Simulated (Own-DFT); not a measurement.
# Strain and stress in diamond-structure GeSn with randomly placed atoms, 64 atoms (Ge52Sn12)

Calculated results; nothing here was measured. They come from Own-DFT, an in-house plane-wave density functional program, since retired, whose code no person has reviewed. Each row is one single-point run on a periodic cell that was not relaxed, without spin or spin-orbit coupling.

Settings of every run: PBE; PseudoDojo norm-conserving scalar-relativistic files; cutoff 49 hartree; 3 x 3 x 3 k mesh centred on Gamma; Fermi-Dirac smearing of 0.1 eV.

Known limits: forces on such cells moved up to 12 meV/angstrom on a denser k mesh; stress not checked against mesh or cutoff.

Unstrained cell vectors in Å: (11.628, 0.000, 0.000); (0.000, 11.628, 0.000); (0.000, 0.000, 11.628). The unstrained cell has measured lattice constants (interpolated for alloys), not those of this functional. That, the random moves and any unrelaxed bonds set the pressure at no strain. Each run strains this cell uniformly, with the atoms carried along. Every atom was also moved at random, by a Gaussian of width 0.05 Å on each axis. The random placing of the alloy's atoms differs from row to row. Strain is the symmetric tensor, in per cent. Stress is positive in tension, and the pressure is minus a third of its trace.

```
run,e_xx (%),e_yy (%),e_zz (%),s_xx (GPa),s_yy (GPa),s_zz (GPa),P (GPa),E (meV/atom)
1,-2.00,-2.00,0.00,-9.20,-8.93,-8.00,8.71,57.7
2,2.50,2.50,0.00,-1.82,-1.92,-3.19,2.31,0.0
3,2.00,2.00,0.00,-2.50,-2.48,-3.66,2.88,1.4
4,-1.00,-1.00,0.00,-7.25,-7.11,-6.72,7.03,34.7
5,0.25,0.25,0.00,-5.06,-5.12,-5.20,5.13,16.4
6,1.50,1.50,0.00,-3.16,-3.23,-3.88,3.42,1.9
7,-1.75,-1.75,0.00,-8.63,-8.30,-7.45,8.13,43.9
8,-3.00,-3.00,0.00,-11.31,-11.22,-9.36,10.63,87.8
9,0.75,0.75,0.00,?,?,?,?,?
```

E is the free energy for each atom above the lowest run shown.

## Worked fit

The change of volume is close to e_xx + e_yy + e_zz. A straight line through the runs shown gives P = 5.78 - 74 x (fractional change of volume) GPa, with an error of 3 on the slope and a scatter of 0.29 GPa. The strain isn't the same on all axes, but the crystal is cubic, so the slope still estimates the bulk modulus, averaged over pressures from 2.3 to 10.6 GPa.

## Withheld run

Question: what pressure should run 9 give? Its volume changes by 1.51 %.

The line gives 4.7 GPa. The calculation gave 4.24 GPa.
